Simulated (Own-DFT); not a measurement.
Al$_{3}$GaN$_{4}$ (wurtzite random alloy, strained, atoms displaced) (calculated)

All values are calculated (Own-DFT development build). A calculation, not a measurement: plane-wave PBE density functional theory by an unreviewed code, no spin, of a simulated periodic cell, stress positive in tension, free energy of the whole cell less one offset for each atom, forces on such cells passed a denser k mesh, this cell's mesh not checked; offsets are fitted by least squares, one for each functional and potential file, so energies compare only between cells with the same atoms and settings and are not formation energies; the far tail of each file's local potential was reset to the Coulomb form; each entry is a single point on an unrelaxed cell, so the pressure reflects the starting lattice, mostly measured values, from which strain is counted, and rises with the displacements; printed positions are rounded, which can move forces by about a meV/angstrom; the program is a retired in-house code; no spin-orbit coupling.

Settings shared by all entries: functional PBE; potential files PseudoDojo norm-conserving, scalar-relativistic, standard set with the stringent files for Ga; wave cutoff 96 hartree; occupations Gaussian; smearing width 0.01 eV; k mesh 4 x 4 x 3 centred on Gamma.

(1) Al$_{3}$GaN$_{4}$ (wurtzite random alloy, strained, atoms displaced)

```
Al3GaN4
1.0
      9.3938     0.0000     0.0000
     -4.6969     8.1352     0.0000
      0.0000     0.0000     9.9900
Al N Al Ga N Al N Al N Al N Ga Al N Al Ga N Al Ga N Ga Al N Al N Al Ga N Al N Al Ga N Ga Al N Al N Al N Al Ga N Al N
2 2 1 1 2 2 2 2 2 2 2 1 1 2 1 1 2 1 1 2 1 1 2 2 2 1 1 2 2 2 1 1 2 1 1 2 2 2 2 2 1 1 2 2 2
Direct
  0.11115 0.21877 0.00490
  0.22375 0.11520 0.24614
  0.11951 0.23327 0.19243
  0.21383 0.10408 0.44752
  0.12646 0.23964 0.48900
  0.21370 0.10859 0.73898
  0.11440 0.22806 0.68829
  0.22301 0.11883 0.94093
  0.10621 0.54096 0.99902
  0.22436 0.44622 0.25230
  0.10954 0.55804 0.18409
  0.22422 0.44512 0.43484
  0.10917 0.55313 0.50088
  0.22240 0.44630 0.74949
  0.11751 0.55727 0.68642
  0.22100 0.44352 0.94494
  0.11153 0.88317 0.99779
  0.21208 0.77451 0.25493
  0.10955 0.88077 0.19606
  0.22799 0.78479 0.44034
  0.10946 0.89000 0.49351
  0.22128 0.78219 0.76362
  0.11598 0.89549 0.69946
  0.21595 0.77938 0.94201
  0.44894 0.21456 0.99975
  0.54740 0.12089 0.24860
  0.44952 0.22172 0.18738
  0.55655 0.11803 0.44300
  0.45216 0.21547 0.49243
  0.55921 0.10919 0.74706
  0.43404 0.22444 0.69263
  0.55623 0.10503 0.93618
  0.45070 0.55404 0.00083
  0.55813 0.43515 0.24736
  0.44639 0.55198 0.18761
  0.55451 0.44453 0.44162
  0.43365 0.55571 0.50672
  0.56510 0.44504 0.74359
  0.44054 0.55046 0.68827
  0.55671 0.43743 0.93986
  0.45268 0.89951 0.00079
  0.55499 0.78003 0.25697
  0.45370 0.89126 0.19263
  0.56005 0.77000 0.44312
  0.43929 0.88406 0.49503
  0.56545 0.78053 0.74870
  0.43540 0.88176 0.68856
  0.55388 0.77413 0.93537
  0.77731 0.22057 0.99868
  0.89030 0.10673 0.24842
  0.77251 0.22398 0.19677
  0.89820 0.10995 0.43291
  0.77299 0.21167 0.49648
  0.88815 0.09979 0.75055
  0.77883 0.22530 0.69705
  0.87697 0.10329 0.94377
  0.78037 0.55925 0.00321
  0.89273 0.44821 0.25392
  0.77765 0.54835 0.19519
  0.88155 0.43775 0.43859
  0.77559 0.54860 0.50924
  0.88599 0.44542 0.74921
  0.77930 0.55098 0.70070
  0.88763 0.45227 0.94324
  0.76902 0.87809 0.99811
  0.89345 0.77844 0.25654
  0.76811 0.87427 0.19186
  0.88305 0.76586 0.44200
  0.77682 0.89352 0.49942
  0.87446 0.77143 0.75488
  0.78130 0.88879 0.68746
  0.89197 0.78164 0.94022
```

```
free energy of cell above offsets : -22.217 eV
pressure                          : 7.71 GPa
stress xx                         : -7.64 GPa
stress yy                         : -6.61 GPa
stress zz                         : -8.88 GPa
stress yz                         : 0.32 GPa
stress xz                         : -0.07 GPa
stress xy                         : 1.26 GPa
```

Force:
```csv
element,x (eV/Å),y (eV/Å),z (eV/Å)
Al,-0.534,0.453,-1.028
Al,0.068,-0.856,0.525
N,0.35,-1.311,-0.111
N,1.229,3.116,-2.498
Al,-0.623,-3.29,2.038
Ga,0.474,1.569,1.852
N,-2.142,0.198,-1.001
N,0.898,-1.437,1.269
Al,-0.76,2.001,-0.021
Al,0.02,1.373,-1.824
N,0.618,-0.419,1.82
N,-0.88,1.856,0.425
Al,-0.446,0.425,-0.326
Al,0.276,-0.387,0.915
N,-1.32,0.17,0.917
N,-0.085,-0.921,-1.192
Al,-1.235,1.722,0.538
Al,2.327,-0.182,-1.158
N,0.042,2.482,-1.423
N,-0.042,-2.135,-0.519
Ga,-0.291,-1.419,2.28
Al,0.19,-0.397,-2.615
N,-1.074,-3.868,-1.028
N,2.255,-0.883,1.351
Al,-1.452,0.792,-1.478
Ga,4.175,-2.708,1.137
N,-4.011,0.9,-0.944
N,1.15,-3.233,-0.593
Al,-4.08,2.112,2.579
Ga,-1.986,-0.294,-0.514
N,2.8,0.553,-1.596
N,-0.082,1.239,1.426
Ga,-0.653,-0.551,-0.55
Al,-0.952,2.181,0.837
N,-0.072,-0.667,1.872
N,-0.094,-0.653,0.111
Al,2.311,-0.388,-1.123
Al,-2.625,-1.475,1.275
N,0.841,1.011,1.098
N,1.021,0.284,-0.361
Al,-0.221,-2.738,0.327
Ga,0.358,-1.526,-0.89
N,-2.74,0.103,-0.637
N,-1.653,1.129,1.585
Al,1.078,0.733,1.106
Al,-2.289,-0.994,-0.479
N,1.316,-0.112,-0.25
N,-0.221,1.096,0.001
Al,-0.441,0.738,0.692
Ga,-0.994,-0.044,-1.469
N,1.158,0.554,-1.44
N,-0.136,-0.119,2.317
Ga,1.235,1.029,0.707
Al,-0.179,2.532,0.348
N,1.73,-0.355,-0.827
N,1.464,0.163,-0.244
Al,-0.432,-0.387,0.279
Al,-0.054,-0.789,-0.991
N,-0.239,0.293,-0.965
N,1.007,1.34,1.125
Al,-0.522,0.151,-1.315
Al,2.141,-0.215,0.992
N,-0.404,1.322,-1.707
N,0.964,-1.492,-0.734
Al,0.285,0.852,0.989
Ga,-1.211,-1.326,-0.873
N,1.186,1.576,-1.292
N,-0.846,0.504,1.947
Al,1.555,-0.86,-0.551
Al,2.682,0.892,-0.506
N,-0.485,-0.325,-0.069
N,-0.695,-0.687,0.463
```

(2) Al$_{3}$GaN$_{4}$ (wurtzite random alloy, strained, atoms displaced)

```
Al3GaN4
1.0
      9.3938     0.0000     0.0000
     -4.6969     8.1352     0.0000
      0.0000     0.0000     9.9900
Ga Al N Al N Al N Al Ga N Ga Al N Ga Al N Al Ga N Al N Al N Al Ga N Al N Al Ga N Al N Al Ga N Ga Al N Al N Al N Al N
1 1 2 2 2 2 2 1 1 2 1 1 2 1 1 2 1 1 2 2 2 2 2 1 1 2 2 2 1 1 2 2 2 1 1 2 1 1 2 2 2 2 2 2 2
Direct
  0.11203 0.22358 0.98617
  0.21913 0.11530 0.25588
  0.11002 0.22440 0.19975
  0.21647 0.11138 0.44077
  0.10496 0.21797 0.49789
  0.21426 0.10207 0.75795
  0.10570 0.21829 0.69057
  0.21679 0.10516 0.94489
  0.11321 0.56141 0.00276
  0.22117 0.44300 0.24139
  0.10451 0.54827 0.17690
  0.22723 0.44344 0.43647
  0.10313 0.55450 0.50006
  0.23102 0.44969 0.74766
  0.12014 0.56595 0.69310
  0.22816 0.44140 0.93765
  0.09252 0.87506 0.99803
  0.22887 0.77892 0.25496
  0.11488 0.88562 0.18848
  0.21819 0.78005 0.43155
  0.11856 0.89683 0.50550
  0.23111 0.78963 0.74256
  0.10702 0.87810 0.69451
  0.23113 0.78031 0.93775
  0.43693 0.21889 0.00561
  0.55300 0.10772 0.24437
  0.44198 0.21475 0.19108
  0.55115 0.10148 0.44495
  0.45632 0.21950 0.49730
  0.56152 0.11153 0.74498
  0.45113 0.21954 0.69187
  0.55181 0.10467 0.93549
  0.45382 0.55819 0.99366
  0.56199 0.44679 0.24648
  0.44236 0.56149 0.19986
  0.56475 0.45682 0.43572
  0.43108 0.55469 0.49679
  0.56487 0.44353 0.74417
  0.44079 0.55721 0.69116
  0.56442 0.44596 0.93921
  0.44892 0.89831 0.99574
  0.55089 0.77248 0.25120
  0.44815 0.87652 0.18098
  0.56367 0.77450 0.44365
  0.43966 0.89135 0.49861
  0.54958 0.76990 0.75735
  0.44074 0.89084 0.68749
  0.56067 0.78053 0.94513
  0.77930 0.21407 0.99287
  0.88572 0.11368 0.23997
  0.77409 0.22073 0.19147
  0.89409 0.12038 0.44465
  0.77930 0.22056 0.49851
  0.88318 0.11411 0.75112
  0.78052 0.22929 0.69366
  0.89687 0.11717 0.93291
  0.79062 0.56847 0.99709
  0.89365 0.44375 0.25215
  0.77792 0.56006 0.19448
  0.88555 0.44782 0.43921
  0.77882 0.55473 0.50189
  0.89078 0.44000 0.75351
  0.77770 0.55262 0.69373
  0.88847 0.43623 0.94592
  0.78087 0.89376 0.00265
  0.89144 0.78774 0.25392
  0.79346 0.89644 0.17961
  0.87938 0.78305 0.43418
  0.78348 0.89330 0.50394
  0.88217 0.77513 0.75663
  0.77323 0.88769 0.69346
  0.88928 0.78539 0.93072
```

```
free energy of cell above offsets : -22.341 eV
pressure                          : 7.97 GPa
stress xx                         : -7.09 GPa
stress yy                         : -6.37 GPa
stress zz                         : -10.45 GPa
stress yz                         : 0.14 GPa
stress xz                         : -0.38 GPa
stress xy                         : -0.9 GPa
```

Force:
```csv
element,x (eV/Å),y (eV/Å),z (eV/Å)
Ga,0.571,0.275,2.334
Al,0.467,-1.032,-1.172
N,0.012,-0.471,-1.289
N,1.541,1.274,0.27
Al,0.996,1.38,0.579
Al,0.555,0.914,-1.366
N,1.38,-0.155,-0.459
N,1.171,0.197,-0.773
Al,0.859,-0.479,-2.856
Al,-0.266,0.474,0.85
N,0.575,0.789,3.814
N,-2.88,-0.48,-0.114
Al,1.471,0.164,0.141
Ga,-1.765,-1.428,0.199
N,-1.404,-0.696,-1.049
N,-0.316,2.219,1.098
Ga,3.46,1.647,1.08
Al,-0.612,-0.468,-3.294
N,-0.523,0.422,1.362
N,1.243,-0.859,2.187
Ga,-1.563,-1.066,-0.856
Al,-0.11,-1.883,2.003
N,-1.324,1.321,0.523
N,-0.773,-0.477,-0.488
Al,1.037,0.218,-1.361
Ga,0.483,-1.136,0.666
N,-1.551,1.475,0.162
N,0.928,1.365,-0.684
Al,-2.543,1.547,0.399
Al,-0.809,-0.313,0.65
N,-1.334,-1.065,-0.826
N,0.351,1.888,0.249
Al,-0.669,-0.37,1.298
Al,-1.115,-0.002,0.548
N,1.377,-1.741,-2.213
N,-0.407,-2.056,0.962
Al,2.988,0.716,0.379
Ga,-2.262,-0.706,0.729
N,2.186,-0.333,-1.708
N,-1.166,-0.689,0.919
Al,0.117,-2.177,0.26
Al,1.595,1.071,0.558
N,-1.391,0.92,1.213
N,-1.965,1.132,-0.552
Al,1.548,-1.987,0.175
Ga,-0.159,1.368,-1.126
N,1.022,0.725,-0.469
N,-0.151,0.208,0.652
Al,-1.441,0.854,1.037
Al,0.889,-0.149,1.578
N,0.884,0.617,-0.957
N,-0.982,-1.533,-1.249
Al,-0.505,0.396,0.261
Ga,1.113,-0.748,-1.665
N,-0.817,-0.298,-1.479
N,-1.691,-1.755,2.37
Ga,-0.292,-1.979,1.123
Al,-1.203,0.371,-1.199
N,1.154,0.375,-0.266
N,0.811,-0.829,0.354
Al,-1.06,1.357,-0.502
Al,0.23,1.814,0.317
N,2.192,1.496,-0.911
N,0.546,0.762,-1.129
Al,-0.131,0.083,-1.828
Al,1.125,-0.971,-0.919
N,-1.655,-0.18,1.945
N,1.828,-0.662,1.869
Al,-1.139,0.052,-0.05
Al,0.266,0.065,-3.367
N,0.899,-0.287,-0.416
N,-1.897,-0.491,1.477
```
